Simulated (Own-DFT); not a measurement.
Simulation results for Hf36O71 (tetragonal hafnia with one neutral oxygen vacancy, atoms displaced)

Computed with Own-DFT development build. A calculation, not a measurement: plane-wave PBE and HSE06 DFT by an unreviewed code, no spin, of a simulated cell at Gamma alone, so results move with cell size and shape, stress positive in tension, energies less offsets, not probed for a lower state with spin; hafnium file: forces about 75 meV/angstrom off all-electron values; oxygen file: force components 24 meV/angstrom off all-electron in a glass; k mesh not checked against a denser one; forces and stress are PBE's, HSE06 gives the energy alone, and its difference from PBE has offsets of its own; offsets are fitted by least squares, one for each functional and potential file, so energies compare only between cells with the same atoms and settings and are not formation energies; the far tail of each file's local potential was reset to the Coulomb form; each entry is a single point on an unrelaxed cell, so the pressure reflects the starting lattice, taken from the Materials Project, from which strain is counted, and rises with the displacements; printed positions are rounded, which can move forces by about a meV/angstrom; the program is a retired in-house code; no spin-orbit coupling.

Common to all runs: first functional PBE; second functional HSE06; exact exchange share 0.25; screening 0.11 1/bohr; exchange divergence Gygi-Baldereschi; potential files PseudoDojo norm-conserving, scalar-relativistic, made for PBE, standard set; wave cutoff 48 hartree; occupations fixed; k mesh 1 x 1 x 1 centred on Gamma.

(1) Hf36O71 (tetragonal hafnia with one neutral oxygen vacancy, atoms displaced)

```
cell vectors (Å)
  10.7800     0.0000     0.0000
   0.0000    10.7800     0.0000
   0.0000     0.0000    10.4493
atoms (fractions of the cell vectors)
Hf  0.99346  0.99402  0.00117
Hf  0.15102  0.16045  0.24629
O   0.00670  0.15914  0.14875
O   0.16145  0.99834  0.34318
O   0.99282  0.17210  0.39784
O   0.16110  0.99729  0.09997
Hf  0.99997  0.00956  0.49737
Hf  0.17157  0.17057  0.74634
O   0.00946  0.16563  0.64798
O   0.16407  0.99568  0.84095
O   0.99905  0.15934  0.89318
O   0.16598  0.01249  0.59329
Hf  0.00920  0.31750  0.00300
Hf  0.16654  0.48924  0.24836
O   0.99542  0.49701  0.15612
O   0.16941  0.33808  0.33395
O   0.99480  0.49977  0.41298
O   0.16208  0.33840  0.09303
Hf  0.00199  0.33157  0.51045
Hf  0.17256  0.51013  0.75609
O   0.99639  0.49591  0.65791
O   0.16806  0.33801  0.84622
O   0.00776  0.50814  0.90422
O   0.17067  0.32646  0.58638
Hf  0.00719  0.66170  0.99778
Hf  0.16919  0.86071  0.23620
O   0.00427  0.83769  0.15356
O   0.16930  0.65204  0.34506
O   0.99942  0.83635  0.39864
O   0.16039  0.66049  0.11001
Hf  0.00410  0.66792  0.49633
Hf  0.15465  0.82977  0.75593
O   0.00467  0.83329  0.66251
O   0.17350  0.66840  0.84028
O   0.01593  0.83839  0.90583
O   0.16626  0.66184  0.59622
Hf  0.32153  0.99959  0.00042
Hf  0.50553  0.16974  0.25586
O   0.33931  0.18121  0.16731
O   0.50654  0.00065  0.34352
O   0.34230  0.16470  0.39857
O   0.50043  0.00591  0.10556
Hf  0.33946  0.99776  0.50882
Hf  0.49947  0.16055  0.75362
O   0.33501  0.16343  0.65625
O   0.48465  0.00673  0.84428
O   0.33618  0.15877  0.90543
O   0.50715  0.00791  0.59455
Hf  0.32559  0.34086  0.00956
Hf  0.49947  0.51382  0.23366
O   0.32911  0.50244  0.14855
O   0.50117  0.34272  0.35601
O   0.32489  0.50341  0.41142
O   0.49699  0.32416  0.11055
Hf  0.33653  0.33684  0.49360
Hf  0.49996  0.50110  0.75199
O   0.32626  0.49387  0.65487
O   0.50797  0.33995  0.84487
O   0.34077  0.50244  0.90986
O   0.49116  0.33220  0.58182
Hf  0.32644  0.66301  0.99641
Hf  0.49936  0.83985  0.25356
O   0.32985  0.82859  0.14626
O   0.50276  0.64526  0.34074
O   0.34196  0.83295  0.39332
O   0.48990  0.67432  0.10337
Hf  0.32710  0.66372  0.50181
Hf  0.48872  0.83840  0.75162
O   0.33351  0.83669  0.65780
O   0.48920  0.66524  0.84833
O   0.32484  0.82968  0.90865
O   0.48981  0.66882  0.60414
Hf  0.65718  0.99048  0.99911
Hf  0.82638  0.15827  0.25274
O   0.66813  0.16461  0.14815
O   0.85186  0.00263  0.35323
O   0.82460  0.99967  0.09150
Hf  0.66685  0.00968  0.51226
Hf  0.81821  0.17473  0.74915
O   0.66478  0.15046  0.65318
O   0.84692  0.00388  0.83984
O   0.65274  0.18119  0.90093
O   0.83180  0.99271  0.59407
Hf  0.66127  0.34711  0.99435
Hf  0.84271  0.50869  0.24570
O   0.67135  0.51674  0.14514
O   0.82823  0.33157  0.33465
O   0.66255  0.50622  0.39923
O   0.84531  0.34182  0.10775
Hf  0.66750  0.34083  0.49929
Hf  0.83482  0.50683  0.75748
O   0.65438  0.50357  0.66865
O   0.83032  0.34392  0.84711
O   0.67500  0.49378  0.90940
O   0.83083  0.33468  0.59803
Hf  0.65735  0.67384  0.00359
Hf  0.82836  0.83478  0.25040
O   0.66289  0.83912  0.15003
O   0.84244  0.66574  0.34297
O   0.67341  0.82224  0.40642
O   0.83391  0.66241  0.11296
Hf  0.66983  0.67553  0.50174
Hf  0.84082  0.82682  0.75282
O   0.66912  0.83263  0.65164
O   0.84583  0.65347  0.84599
O   0.67515  0.83846  0.91784
O   0.83080  0.66334  0.60008
```

```
PBE energy of cell above offsets : -88.695 eV
HSE06 less PBE above offsets     : 0.426 eV
PBE pressure                     : 6.35 GPa
PBE stress xx                    : -5.09 GPa
PBE stress yy                    : -7.07 GPa
PBE stress zz                    : -6.89 GPa
PBE stress yz                    : -0.68 GPa
PBE stress xz                    : -0.48 GPa
PBE stress xy                    : 0.01 GPa
```

Force:
| element | x (eV/Å) | y (eV/Å) | z (eV/Å) |
| --- | --- | --- | --- |
| Hf | -1.024 | 1.494 | -0.778 |
| Hf | 4.547 | 2.148 | 2.645 |
| O | -2.882 | 0.062 | -1.851 |
| O | 0.044 | 2.797 | 1.957 |
| O | 1.273 | 0.063 | -0.134 |
| O | 0.869 | 1.104 | -0.574 |
| Hf | -0.368 | -0.561 | 0.206 |
| Hf | -0.72 | -0.509 | 0.033 |
| O | -2.4 | 0.424 | 0.033 |
| O | 0.821 | 1.199 | 0.877 |
| O | 0.495 | 1.063 | 1.408 |
| O | 0.972 | -1.042 | -0.472 |
| Hf | -3.995 | 1.528 | -1.458 |
| Hf | -0.763 | 4.453 | -0.055 |
| O | 2.82 | 0.462 | -0.923 |
| O | -0.403 | -3.933 | 1.633 |
| O | -0.1 | -0.771 | -0.326 |
| O | 0.951 | -0.45 | 0.945 |
| Hf | -0.456 | 0.871 | -0.844 |
| Hf | -1.853 | -2.88 | -1.877 |
| O | 1.375 | 0.023 | 0.262 |
| O | 0.332 | -0.443 | 0.308 |
| O | 0.478 | -2.003 | 0.093 |
| O | -0.394 | -0.212 | 0.919 |
| Hf | -0.922 | 0.169 | 2.933 |
| Hf | -0.411 | -6.675 | 1.117 |
| O | -1.851 | 0.634 | -0.666 |
| O | -0.559 | 2.151 | 0.974 |
| O | 0.338 | -0.314 | 1.299 |
| O | 0.517 | 0.369 | -2.92 |
| Hf | -0.308 | -0.381 | -1.518 |
| Hf | 3.105 | 1.962 | -0.405 |
| O | -2.093 | -0.348 | -1.697 |
| O | -0.028 | 0.225 | 2.336 |
| O | -1.073 | -2.374 | -0.338 |
| O | -0.372 | 0.622 | 1.035 |
| Hf | 1.894 | -0.202 | -0.277 |
| Hf | -0.716 | 1.996 | -0.198 |
| O | -3.052 | -1.019 | -1.484 |
| O | 0.913 | -0.31 | 1.446 |
| O | -0.389 | -1.113 | 1.72 |
| O | -1.282 | -1.035 | -1.25 |
| Hf | -1.125 | 1.354 | -1.581 |
| Hf | -0.605 | 3.27 | -0.228 |
| O | 0.63 | -0.382 | -0.094 |
| O | 1.196 | -3.112 | 1.144 |
| O | -0.76 | 2.045 | 0.486 |
| O | -2.056 | -0.959 | 1.427 |
| Hf | 2.503 | -1.867 | -0.125 |
| Hf | 1.191 | -4.649 | 0.2 |
| O | 0.241 | -0.65 | -0.51 |
| O | 0.467 | -0.679 | -1.604 |
| O | 0.303 | -0.652 | -0.74 |
| O | 0.609 | 1.566 | -2.166 |
| Hf | -0.578 | -0.666 | -1.359 |
| Hf | -2.412 | -0.038 | -0.552 |
| O | 1.206 | 0.339 | 0.385 |
| O | -0.903 | -0.79 | 0.122 |
| O | -0.796 | -0.972 | -0.985 |
| O | 2.993 | -0.261 | 2.908 |
| Hf | -0.352 | 1.211 | 2.346 |
| Hf | -1.458 | -1.33 | -0.272 |
| O | 0.82 | 1.235 | 0.308 |
| O | -0.441 | 5.922 | 2.589 |
| O | -0.043 | 0.424 | 1.24 |
| O | 1.185 | -0.162 | -1.512 |
| Hf | 0.313 | -0.192 | -1.584 |
| Hf | 0.902 | -1.968 | -0.655 |
| O | -1.071 | 0.817 | -0.673 |
| O | 1.342 | 1.57 | 0.93 |
| O | 0.734 | 1.084 | -0.724 |
| O | 1.008 | 0.478 | -0.758 |
| Hf | -0.003 | 5.411 | 2.402 |
| Hf | -0.264 | 2.946 | -0.628 |
| O | 0.321 | -0.163 | 1.275 |
| O | -1.701 | -0.952 | -1.064 |
| O | 0.818 | -0.376 | 0.37 |
| Hf | 1.495 | -0.732 | -2.581 |
| Hf | 3.092 | 0.327 | 1.199 |
| O | -0.366 | 0.925 | -0.466 |
| O | -1.099 | -1.087 | 0.097 |
| O | 1.232 | -2.74 | -0.824 |
| O | 1.016 | 0.218 | 0.495 |
| Hf | 0.64 | -3.931 | 3.761 |
| Hf | -2.13 | -2.287 | 0.954 |
| O | -1.511 | -0.489 | -0.095 |
| O | -0.859 | -0.528 | 1.645 |
| O | 1.381 | -0.48 | 1.596 |
| O | -0.809 | -1.247 | -2.592 |
| Hf | -1.035 | 1.089 | -2.294 |
| Hf | -0.302 | -3.403 | -3.028 |
| O | 2.928 | -0.309 | -1.723 |
| O | 0.419 | -2.276 | 0.281 |
| O | -0.66 | 5.684 | -1.833 |
| O | -0.513 | -0.867 | 0.415 |
| Hf | 0.69 | -2.747 | 1.919 |
| Hf | 1.857 | -1.122 | 0.621 |
| O | 0.042 | -0.52 | 0.415 |
| O | -0.182 | 1.916 | 1.529 |
| O | -0.337 | 3.489 | -2.028 |
| O | 0.194 | 1.995 | -2.967 |
| Hf | -1.242 | -3.599 | 1.097 |
| Hf | -1.322 | 1.092 | -1.062 |
| O | -0.69 | -0.041 | 1.765 |
| O | -0.486 | 5.657 | 2.441 |
| O | 0.172 | -2.637 | -3.323 |
| O | 0.849 | 0.546 | 0.146 |

(2) Hf36O71 (tetragonal hafnia with one neutral oxygen vacancy, atoms displaced)

```
cell vectors (Å)
  10.7800     0.0000     0.0000
   0.0000    10.7800     0.0000
   0.0000     0.0000    10.4493
atoms (fractions of the cell vectors)
Hf  0.99250  0.99761  0.99744
Hf  0.17661  0.16760  0.24600
O   0.99253  0.17579  0.15151
O   0.16467  0.99191  0.35513
O   0.01283  0.17059  0.39488
O   0.15813  0.99544  0.08744
Hf  0.00164  0.99775  0.50599
Hf  0.17246  0.16006  0.74884
O   0.00254  0.17317  0.65615
O   0.16672  0.99929  0.85131
O   0.00519  0.16500  0.90413
O   0.15765  0.99595  0.58832
Hf  0.00442  0.32251  0.99421
Hf  0.16593  0.49870  0.24702
O   0.99923  0.50913  0.15955
O   0.16414  0.32794  0.34970
O   0.99576  0.50638  0.39941
O   0.16994  0.33612  0.09562
Hf  0.99635  0.33813  0.49914
Hf  0.17695  0.49391  0.74954
O   0.99531  0.50314  0.65945
O   0.17546  0.32896  0.84157
O   0.00180  0.50033  0.90040
O   0.16628  0.33622  0.59939
Hf  0.99856  0.65867  0.00901
Hf  0.17310  0.83384  0.25228
O   0.00107  0.83985  0.15159
O   0.16960  0.66904  0.35785
O   0.00188  0.82714  0.40332
O   0.15817  0.67276  0.09642
Hf  0.99509  0.66874  0.49673
Hf  0.17510  0.82928  0.74175
O   0.99635  0.83333  0.65529
O   0.16744  0.67400  0.84429
O   0.99667  0.84153  0.89981
O   0.16929  0.66668  0.59928
Hf  0.33742  0.99631  0.99175
Hf  0.49307  0.16071  0.25182
O   0.34158  0.17302  0.14952
O   0.49639  0.99332  0.35860
O   0.33396  0.15995  0.40069
O   0.50412  0.00242  0.09158
Hf  0.33174  0.01157  0.50080
Hf  0.50316  0.15957  0.75075
O   0.33033  0.16221  0.64581
O   0.50044  0.00443  0.85281
O   0.33686  0.17263  0.90270
O   0.50134  0.99862  0.60118
Hf  0.33903  0.33818  0.99959
Hf  0.49899  0.50361  0.25064
O   0.33107  0.50606  0.15920
O   0.50080  0.33135  0.34595
O   0.33506  0.50184  0.40276
O   0.50161  0.33059  0.10004
Hf  0.32984  0.33182  0.49769
Hf  0.50099  0.50605  0.74948
O   0.32802  0.50146  0.65238
O   0.50254  0.33407  0.84293
O   0.33533  0.49744  0.90587
O   0.50571  0.32704  0.59657
Hf  0.33085  0.67774  0.00516
Hf  0.50011  0.83392  0.25736
O   0.33287  0.83396  0.16293
O   0.49900  0.66358  0.35163
O   0.32264  0.83004  0.39884
O   0.49975  0.65720  0.10278
Hf  0.33375  0.66750  0.50616
Hf  0.49700  0.83220  0.74536
O   0.50347  0.66794  0.83929
O   0.33747  0.83134  0.90189
O   0.49842  0.67508  0.60006
Hf  0.67764  0.99484  0.99874
Hf  0.83922  0.16526  0.25428
O   0.66083  0.16721  0.15521
O   0.83444  0.00139  0.34899
O   0.67630  0.17429  0.40483
O   0.83078  0.01229  0.09681
Hf  0.66549  0.99999  0.49831
Hf  0.83287  0.16663  0.74547
O   0.66098  0.16792  0.65135
O   0.83187  0.99747  0.86126
O   0.66801  0.16688  0.90224
O   0.83413  0.99874  0.59828
Hf  0.66767  0.33887  0.00189
Hf  0.83225  0.50058  0.25812
O   0.66702  0.50310  0.14812
O   0.83763  0.33267  0.34733
O   0.65981  0.49986  0.39873
O   0.82736  0.33352  0.09677
Hf  0.65288  0.33639  0.50109
Hf  0.83966  0.49510  0.74764
O   0.67182  0.49698  0.64759
O   0.83639  0.33637  0.85433
O   0.66787  0.50637  0.89946
O   0.84228  0.33583  0.59838
Hf  0.66552  0.67071  0.00210
Hf  0.84235  0.83306  0.25258
O   0.66290  0.83591  0.15178
O   0.83662  0.66640  0.35357
O   0.67865  0.83391  0.40185
O   0.83780  0.66322  0.09560
Hf  0.66992  0.67008  0.49353
Hf  0.83555  0.83403  0.75078
O   0.67041  0.82832  0.64411
O   0.82843  0.65997  0.84795
O   0.67389  0.82559  0.90240
O   0.83233  0.66717  0.59547
```

```
PBE energy of cell above offsets : -96.522 eV
HSE06 less PBE above offsets     : 0.102 eV
PBE pressure                     : 2.04 GPa
PBE stress xx                    : -2.83 GPa
PBE stress yy                    : -0.88 GPa
PBE stress zz                    : -2.41 GPa
PBE stress yz                    : 0.67 GPa
PBE stress xz                    : 1.35 GPa
PBE stress xy                    : -0.07 GPa
```

Force:
| element | x (eV/Å) | y (eV/Å) | z (eV/Å) |
| --- | --- | --- | --- |
| Hf | 0.622 | -0.32 | 0.264 |
| Hf | -2.769 | -0.625 | 0.147 |
| O | 2.554 | 0.048 | -0.339 |
| O | 0.452 | 1.769 | -1.396 |
| O | -0.879 | -0.987 | 1.365 |
| O | 2.49 | 0.786 | 1.306 |
| Hf | -1.779 | 0.428 | -2.5 |
| Hf | -1.068 | 0.623 | 0.951 |
| O | -0.041 | -0.842 | -0.198 |
| O | 1.086 | -0.387 | -1.647 |
| O | -0.145 | -0.436 | -1.03 |
| O | 3.016 | 0.031 | 2.256 |
| Hf | -1.61 | 1.556 | 0.925 |
| Hf | -0.199 | 0.514 | 1.443 |
| O | 0.149 | -0.325 | -0.504 |
| O | 1.267 | 1.155 | -0.59 |
| O | 0.397 | -1.153 | 0.567 |
| O | -0.083 | -0.144 | 0.327 |
| Hf | 0.574 | -0.572 | -0.638 |
| Hf | -3.029 | 0.958 | 1.017 |
| O | 2.848 | -0.011 | -1.48 |
| O | -0.472 | -0.088 | 0.492 |
| O | 0.676 | -0.637 | 1.015 |
| O | 0.402 | 0.234 | -0.619 |
| Hf | -0.839 | 0.531 | -2.837 |
| Hf | -1.949 | -0.51 | 1.068 |
| O | -0.657 | -0.149 | 0.546 |
| O | -0.288 | -1.064 | -1.663 |
| O | -0.731 | 1.612 | -0.364 |
| O | 2.629 | -0.041 | 0.756 |
| Hf | 0.869 | -0.622 | 1.287 |
| Hf | -1.439 | -0.057 | 0.695 |
| O | 1.259 | 0.098 | -0.597 |
| O | 0.727 | -0.889 | 0.314 |
| O | -0.244 | -1.885 | 0.209 |
| O | -0.32 | 0.845 | 0.306 |
| Hf | -0.367 | 1.954 | 0.809 |
| Hf | 3.31 | 0.857 | -1.004 |
| O | -1.823 | -0.736 | 0.104 |
| O | 0.337 | 0.678 | -0.336 |
| O | -0.216 | 2.217 | -1.196 |
| O | -1.303 | -0.581 | 0.852 |
| Hf | -0.236 | -3.49 | 0.54 |
| Hf | -0.114 | 1.65 | 0.953 |
| O | 0.618 | -0.128 | -0.251 |
| O | -0.397 | -1.856 | -0.741 |
| O | -0.179 | -1.356 | -0.241 |
| O | -0.547 | -0.334 | 0.048 |
| Hf | 0.502 | -0.957 | 0.079 |
| Hf | 0.743 | -0.828 | -0.444 |
| O | -0.181 | -0.104 | -0.751 |
| O | -0.526 | -0.298 | 0.459 |
| O | -0.041 | -1.053 | 0.697 |
| O | -0.529 | 0.894 | -0.279 |
| Hf | 0.079 | 1.103 | -0.001 |
| Hf | 1.444 | -1.348 | 0.226 |
| O | 2.695 | -0.297 | -0.772 |
| O | -0.247 | 0.294 | -0.218 |
| O | -0.189 | 2.078 | -0.408 |
| O | -3.726 | 0.367 | 0.592 |
| Hf | -0.305 | -2.42 | 0.229 |
| Hf | 0.477 | -0.726 | -0.548 |
| O | 1.366 | -0.18 | -2.146 |
| O | 0.318 | 1.587 | 0.004 |
| O | 1.388 | 0.743 | 1.753 |
| O | -0.869 | 1.037 | -0.782 |
| Hf | -0.907 | 0.062 | -1.518 |
| Hf | 0.85 | 0.252 | -0.445 |
| O | -0.585 | 0.615 | 1.161 |
| O | 0.32 | 0.489 | -0.664 |
| O | 0.166 | -0.012 | -0.122 |
| Hf | -1.674 | 1.25 | 0.121 |
| Hf | -1.782 | 0.945 | -0.603 |
| O | 0.34 | -0.269 | 0.794 |
| O | 0.294 | -0.734 | 0.064 |
| O | -0.702 | -1.705 | 0.489 |
| O | 0.736 | -0.708 | 1.374 |
| Hf | 0.908 | 0.561 | 0.1 |
| Hf | -0.511 | 0.651 | 1.036 |
| O | 1.636 | -0.4 | -0.005 |
| O | -0.267 | 0.886 | -2.122 |
| O | 0.093 | -0.096 | -0.303 |
| O | -0.502 | 0.663 | 0.701 |
| Hf | -0.036 | -0.374 | -0.317 |
| Hf | -0.295 | -1.029 | -1.406 |
| O | 0.008 | -0.013 | 0.912 |
| O | 0.44 | 0.748 | 0.232 |
| O | 0.453 | 0.289 | -0.09 |
| O | 1.48 | 0.287 | 0.146 |
| Hf | 3.148 | 0.19 | -1.035 |
| Hf | -1.574 | 0.843 | 1.333 |
| O | -1.383 | 0.067 | 0.042 |
| O | 0.078 | -1.367 | -0.951 |
| O | -0.971 | -0.704 | 0.331 |
| O | -2.033 | -0.73 | 0.343 |
| Hf | 1.096 | -1.857 | -0.131 |
| Hf | -0.677 | 0.225 | -0.164 |
| O | 0.813 | -0.335 | 0.455 |
| O | -0.605 | 0.361 | -0.615 |
| O | -0.873 | 0.323 | -0.576 |
| O | -1.566 | 0.793 | 1.213 |
| Hf | 0.124 | -0.537 | 1.466 |
| Hf | -0.299 | -1.512 | 0.957 |
| O | -0.864 | 0.723 | 0.864 |
| O | 0.72 | 1.2 | -0.532 |
| O | -0.538 | 1.69 | -0.489 |
| O | -0.025 | 0.059 | -0.122 |
